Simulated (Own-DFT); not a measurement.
# How strain changes the stress of zincblende GaAs, 64 atoms (As32Ga32)

Calculated results; nothing here was measured. The program, named Own-DFT, is a retired in-house plane-wave density functional code that no person has reviewed. Each row is one single-point run on a periodic cell that was not relaxed, without spin or spin-orbit coupling.

Settings of every run: PBE; PseudoDojo norm-conserving scalar-relativistic files; cutoff 42 hartree; 3 x 3 x 3 k mesh centred on Gamma; Fermi-Dirac smearing of 0.1 eV.

Known limits: forces not confirmed at this smearing and k mesh; stress not checked against mesh or cutoff.

Unstrained cell vectors in Å: (11.307, 0.000, 0.000); (0.000, 11.307, 0.000); (0.000, 0.000, 11.307). The unstrained cell has measured lattice constants (interpolated for alloys), not those of this functional. That, the random moves and any unrelaxed bonds set the pressure at no strain. Each run strains this cell uniformly, with the atoms carried along. Every atom was also moved at random, by a Gaussian of width 0.05 Å on each axis. Strain is the symmetric tensor, in per cent. Stress is positive in tension, and the pressure is minus a third of its trace.

```
run,e_xx (%),e_yy (%),e_zz (%),e_yz (%),e_xz (%),e_xy (%),s_xx (GPa),s_yy (GPa),s_zz (GPa),s_yz (GPa),s_xz (GPa),s_xy (GPa),P (GPa),E (meV/atom)
1,1.66,-0.13,0.59,-0.29,0.96,0.68,-2.02,-2.88,-2.55,-0.79,0.86,0.44,2.48,12.1
2,-2.00,-1.28,2.00,0.15,-0.90,1.82,-6.05,-5.71,-3.67,0.18,-1.71,2.82,5.14,32.9
3,0.56,-0.52,-1.32,-1.18,-0.13,1.88,-4.84,-5.48,-5.77,-1.66,-0.01,3.84,5.36,42.4
4,1.96,-0.69,0.45,1.47,-0.80,1.80,-2.23,-3.63,-3.20,2.05,-1.17,2.97,3.02,26.2
5,0.93,1.43,0.05,-0.67,-1.10,-1.78,-2.32,-1.98,-2.82,-1.10,-1.70,-2.43,2.37,16.5
6,1.62,-0.24,-1.57,0.26,-0.41,-0.36,-3.09,-4.24,-5.01,0.90,-1.06,0.07,4.12,15.5
7,-0.02,0.89,-1.41,1.49,-1.37,-0.17,-4.32,-3.78,-5.10,2.23,-2.00,-0.46,4.40,19.7
8,-0.54,-1.51,0.27,0.57,-1.08,1.09,-5.30,-5.79,-4.81,0.59,-1.85,1.58,5.30,22.0
9,-1.96,-0.79,-0.21,0.50,0.47,-0.55,-7.00,-6.36,-6.08,0.58,0.25,-0.68,6.48,43.9
10,1.84,1.76,-1.91,-0.35,-1.42,-1.72,-2.24,-2.31,-4.02,-1.30,-2.22,-2.50,2.85,16.5
11,0.26,0.96,0.93,-1.94,-1.18,-1.44,-3.17,-2.92,-2.90,-3.14,-2.50,-2.30,3.00,38.2
12,-0.44,-0.24,-0.58,-1.39,0.17,0.19,-5.13,-5.11,-5.30,-2.47,0.43,0.71,5.18,35.5
13,1.24,1.73,1.24,1.01,-1.25,-1.13,-1.10,-0.87,-1.08,1.35,-1.64,-1.11,1.02,0.0
14,1.52,-1.56,-0.26,-0.79,-1.49,-0.46,-3.63,-5.34,-4.70,-1.79,-2.49,-0.23,4.56,38.4
15,-0.16,0.47,1.76,0.82,1.80,1.96,?,?,?,?,?,?,?,?
```

E is the free energy for each atom above the lowest run shown.

## Worked fit

Each stress component was fitted by least squares to a constant and the strains of the runs shown, as fractions, with shears doubled. Shear strains stay in the fit of a normal stress only where such slopes are resolved. The slopes, in GPa:

| stress | at no strain | per e_xx | per e_yy | per e_zz | scatter |
|---|---|---|---|---|---|
| s_xx | -4.2 | 112 ± 4 | 55 ± 5 | 52 ± 5 | 0.18 |
| s_yy | -4.2 | 58 ± 5 | 109 ± 6 | 53 ± 6 | 0.22 |
| s_zz | -4.2 | 54 ± 5 | 58 ± 6 | 107 ± 6 | 0.22 |

Each shear stress against twice its own strain: yz 78 ± 5, xz 69 ± 7, xy 79 ± 8 GPa. These are stiffnesses along x, y and z of the frame in which the cell vectors are given, which need not be the crystal's axes. The atoms are held to the strained lattice; where symmetry lets them move under strain, relaxing them would lower some slopes. The table should be nearly symmetric about its diagonal, and what it lacks of that shows the noise. A ninth of its sum, 73 ± 2 GPa, estimates the bulk modulus near the mean pressure of these runs, 3.9 GPa, so it lies above the value at zero pressure.

## Withheld run

Question: what normal stresses and pressure should run 15 give?

The fit gives s_xx = -3.2, s_yy = -2.9, s_zz = -2.1 and P = 2.7 GPa. The calculation gave -3.21, -2.83, -2.05 and P = 2.70 GPa.
